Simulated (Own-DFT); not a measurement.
## Calculated data, Hf36O71 (tetragonal hafnia with one neutral oxygen vacancy, atoms displaced)

Computed with Own-DFT development build. A calculation, not a measurement: plane-wave PBE and HSE06 DFT by an unreviewed code, no spin, of a simulated cell at Gamma alone, so results move with cell size and shape, stress positive in tension, energies less offsets, not probed for a lower state with spin; hafnium file: forces about 75 meV/angstrom off all-electron values; oxygen file: force components 24 meV/angstrom off all-electron in a glass; k mesh not checked against a denser one; forces and stress are PBE's, HSE06 gives the energy alone, and its difference from PBE has offsets of its own; offsets are fitted by least squares, one for each functional and potential file, so energies compare only between cells with the same atoms and settings and are not formation energies; the far tail of each file's local potential was reset to the Coulomb form; each entry is a single point on an unrelaxed cell, so the pressure reflects the starting lattice, taken from the Materials Project, from which strain is counted, and rises with the displacements; printed positions are rounded, which can move forces by about a meV/angstrom; the program is a retired in-house code; no spin-orbit coupling.

## Hf36O71 (tetragonal hafnia with one neutral oxygen vacancy, atoms displaced)

```xyz
107
Lattice="10.7800 0.0000 0.0000 0.0000 10.7800 0.0000 0.0000 0.0000 10.4493" Properties=species:S:1:pos:R:3 Hf36O71
Hf    10.7725     0.0632    10.4488
Hf     1.7612     1.7659     2.5353
O      1.7996     0.0460     3.6572
O      0.0241     1.7967     4.3040
O      1.8467    10.7693     0.9482
Hf    10.7255     0.0857     5.2132
Hf     1.7478     1.7363     7.8474
O      0.0735     1.8026     6.6258
O      1.6993     0.0340     9.0099
O     10.6947     1.8146     9.4074
O      1.8845     0.0701     6.2161
Hf     0.0273     3.6631     0.0338
Hf     1.7175     5.3452     2.6332
O     10.7499     5.5804     1.5453
O      1.8678     3.5565     3.5435
O     10.6308     5.2508     4.1423
O      1.8430     3.6240     0.9504
Hf     0.0872     3.6953     5.2924
Hf     1.7344     5.3378     7.9055
O     10.7526     5.4388     6.8373
O      1.7723     3.4237     8.8043
O      0.0549     5.3051     9.2964
O      1.8734     3.5593     6.1955
Hf     0.1154     7.1482    10.3909
Hf     1.7619     8.9452     2.6222
O     10.7127     8.9756     1.6395
O      1.8226     7.2362     3.5948
O     10.7446     9.0933     4.1024
O      1.6513     7.2425     1.0073
Hf    10.7213     7.1669     5.3694
Hf     1.8372     8.8288     7.8591
O      0.0633     8.9384     6.8874
O      1.7205     7.1450     8.8379
O     10.7422     9.0483     9.4184
O      1.7723     7.2376     6.1431
Hf     3.5476    10.6187    10.2988
Hf     5.4034     1.7885     2.5941
O      3.6639     1.9047     1.5602
O      5.3980    10.7546     3.6085
O      3.5040     1.9000     4.2015
O      5.4521     0.0414     1.1180
Hf     3.6148    10.7334     5.1409
Hf     5.3975     1.8680     7.8279
O      3.6557     1.7933     6.8242
O      5.5598    10.7618     8.9090
O      3.6518     1.8245     9.3916
O      5.5734    10.7015     6.3165
Hf     3.6522     3.5349    10.3136
Hf     5.3783     5.3777     2.7263
O      3.6698     5.5013     1.6307
O      5.3348     3.5389     3.5255
O      3.7013     5.3825     4.2198
O      5.3032     3.4997     0.9889
Hf     3.4616     3.7844     5.1632
Hf     5.3947     5.2832     7.9394
O      3.5413     5.3046     6.8503
O      5.3917     3.5347     8.8485
O      3.4544     5.3731     9.3413
O      5.3443     3.5350     6.1527
Hf     3.5477     7.1628     0.0369
Hf     5.4486     9.0198     2.6582
O      3.6671     8.9010     1.5726
O      5.3357     7.1673     3.8151
O      3.6955     8.9923     4.2816
O      5.3083     7.2025     1.0105
Hf     3.5381     7.1681     5.1812
Hf     5.4829     8.9521     7.7714
O      3.5571     8.9976     6.8239
O      5.5031     7.2822     8.9360
O      3.4485     9.1072     9.3884
O      5.3926     7.1938     6.1033
Hf     7.2000     0.1928    10.4492
Hf     8.9785     1.7289     2.6295
O      7.1852     1.6910     1.6730
O      9.0737     0.0222     3.6002
O      7.2567     1.7969     4.1671
O      8.9197     0.0061     1.0245
Hf     7.1168     0.0921     5.2322
Hf     9.0648     1.9135     7.6305
O      7.0960     1.8911     6.7311
O      8.8616    10.6367     8.7505
O      7.1156     1.7623     9.4006
O      9.1228    10.7189     6.2651
Hf     7.1864     3.8034     0.0524
Hf     8.9734     5.3901     2.6244
O      7.2331     5.4548     1.5879
O      8.9927     3.6648     3.6518
O      7.2070     5.3964     4.2560
O      8.9394     3.6887     1.0086
Hf     7.2503     3.5732     5.3297
Hf     8.9231     5.3849     7.8646
O      7.3493     5.4246     6.7879
O      8.9805     3.6232     8.9580
O      7.1004     5.3849     9.4758
O      8.9182     3.4751     6.2532
Hf     7.1582     7.1948     0.0995
Hf     9.0857     9.1175     2.6742
O      7.2116     8.9115     1.5957
O      8.9755     7.2505     3.6568
O      7.2208     8.9969     4.0089
O      9.0435     7.1950     1.1090
Hf     7.2752     7.1385     5.2119
Hf     8.9381     9.0133     7.9556
O      7.1407     8.9764     6.8962
O      9.0118     7.1422     8.9739
O      7.1262     9.0452     9.5236
O      8.9610     7.2498     6.3307
```

| Item | Value |
| --- | --- |
| first functional | PBE |
| second functional | HSE06 |
| exact exchange share | 0.25 |
| screening | 0.11 1/bohr |
| exchange divergence | Gygi-Baldereschi |
| potential files | PseudoDojo norm-conserving, scalar-relativistic, made for PBE, standard set |
| wave cutoff | 48 hartree |
| occupations | fixed |
| k mesh | 1 x 1 x 1 centred on Gamma |
| PBE energy of cell above offsets | -88.900 eV |
| HSE06 less PBE above offsets | 0.472 eV |
| PBE pressure | 4.88 GPa |
| PBE stress xx | -3.61 GPa |
| PBE stress yy | -5.98 GPa |
| PBE stress zz | -5.06 GPa |
| PBE stress yz | 0.99 GPa |
| PBE stress xz | -0.19 GPa |
| PBE stress xy | -0.05 GPa |

Force:
```tsv
element	x (eV/Å)	y (eV/Å)	z (eV/Å)
Hf	0.098	-1.214	0.031
Hf	2.215	-0.768	0.247
O	0.572	-0.929	-1.225
O	-0.215	2.453	-2.223
O	-1.163	0.409	1.615
Hf	3.133	-1.932	-0.356
Hf	2.265	-2.468	-1.337
O	-0.987	0.849	2.516
O	0.421	0.086	-1.977
O	-0.491	0.354	-0.031
O	-1.134	-0.265	0.234
Hf	-0.914	-1.375	-0.297
Hf	0.752	0.664	-1.615
O	1.27	-2.116	0.224
O	-1.027	1.718	0.676
O	2.107	2.678	0.525
O	-0.85	0.531	0.262
Hf	-1.138	-2.768	-1.255
Hf	1.245	-1.296	-0.348
O	-0.206	-0.679	-1.343
O	-0.268	2.724	0.339
O	0.625	0.646	1.125
O	-2.946	0.856	1.261
Hf	-5.563	1.157	-0.311
Hf	-0.43	2.027	-0.768
O	2.849	0.623	-1.393
O	0.031	-2.108	0.535
O	0.78	-1.589	1.763
O	4.202	0.163	0.88
Hf	-1.131	2.096	-1.849
Hf	-0.917	3.544	-1.325
O	-0.461	-0.666	-0.646
O	0.417	-0.709	0.638
O	0.427	-1.078	0.835
O	-0.035	-0.791	1.392
Hf	2.353	6.475	4.198
Hf	-1.519	-0.728	-0.767
O	-2.273	-0.468	0.446
O	-0.106	1.435	1.898
O	0.54	-1.44	0.282
O	-1.276	-0.546	-0.931
Hf	-0.617	2.97	1.588
Hf	-1.14	-3.408	-0.168
O	-0.705	-0.42	0.722
O	-2.087	0.068	-1.163
O	-0.17	-1.541	-0.416
O	-2.922	0.438	-0.512
Hf	-0.622	-1.099	2.31
Hf	0.365	0.87	-0.52
O	-2.27	0.078	-0.146
O	0.723	1.616	0.851
O	-1.033	2.105	-1.571
O	2.395	1.426	-0.685
Hf	3.626	-5.372	0.648
Hf	-0.583	2.523	-2.039
O	0.506	0.684	0.121
O	0.021	2.38	0.636
O	0.943	0.449	0.59
O	0.755	1.506	0.858
Hf	1.433	0.424	1.362
Hf	1.388	-1.168	-1.351
O	-1.894	0.227	-0.112
O	0.432	-0.198	-2.781
O	-0.851	-0.869	-1.234
O	0.755	-0.605	0.001
Hf	2.532	1.427	0.395
Hf	-1.19	1.19	1.617
O	0.716	-0.487	0.089
O	-1.512	-2.409	-0.869
O	-0.157	-6.736	-2.377
O	-0.065	-0.402	2.375
Hf	-1.968	-3.335	0.406
Hf	-0.128	1.613	-0.303
O	1.22	1.087	-0.559
O	-0.155	2.017	1.525
O	0.007	0.443	0.725
O	2.227	0.818	0.342
Hf	1.564	-1.89	-1.135
Hf	-0.961	-1.933	2.616
O	2.375	-0.486	0.204
O	0.504	5.718	1.807
O	0.817	3.807	-0.703
O	-3.19	0.894	0.29
Hf	-0.374	-4.041	1.146
Hf	0.124	1.736	-0.142
O	-1.895	-0.686	0.072
O	-0.582	-2.128	-0.093
O	-0.171	-0.787	-0.459
O	1.315	-0.347	0.549
Hf	-2.978	-0.018	-3.241
Hf	1.781	1.472	2.222
O	-3.138	-0.757	0.116
O	-0.484	-0.105	-1.735
O	-0.331	1.154	-2.047
O	3.423	0.504	1.335
Hf	1.233	3.434	0.654
Hf	-2.771	-3.385	-1.463
O	-0.346	-0.533	0.25
O	0.492	-1.244	1.077
O	-0.27	0.638	3.114
O	-0.382	-0.428	-1.422
Hf	-1.455	2.033	-1.125
Hf	0.517	-3.215	-1.183
O	2.773	-0.554	-1.71
O	-0.475	-0.887	-0.926
O	0.841	-1.42	-0.259
O	0.812	-0.408	-0.087
```
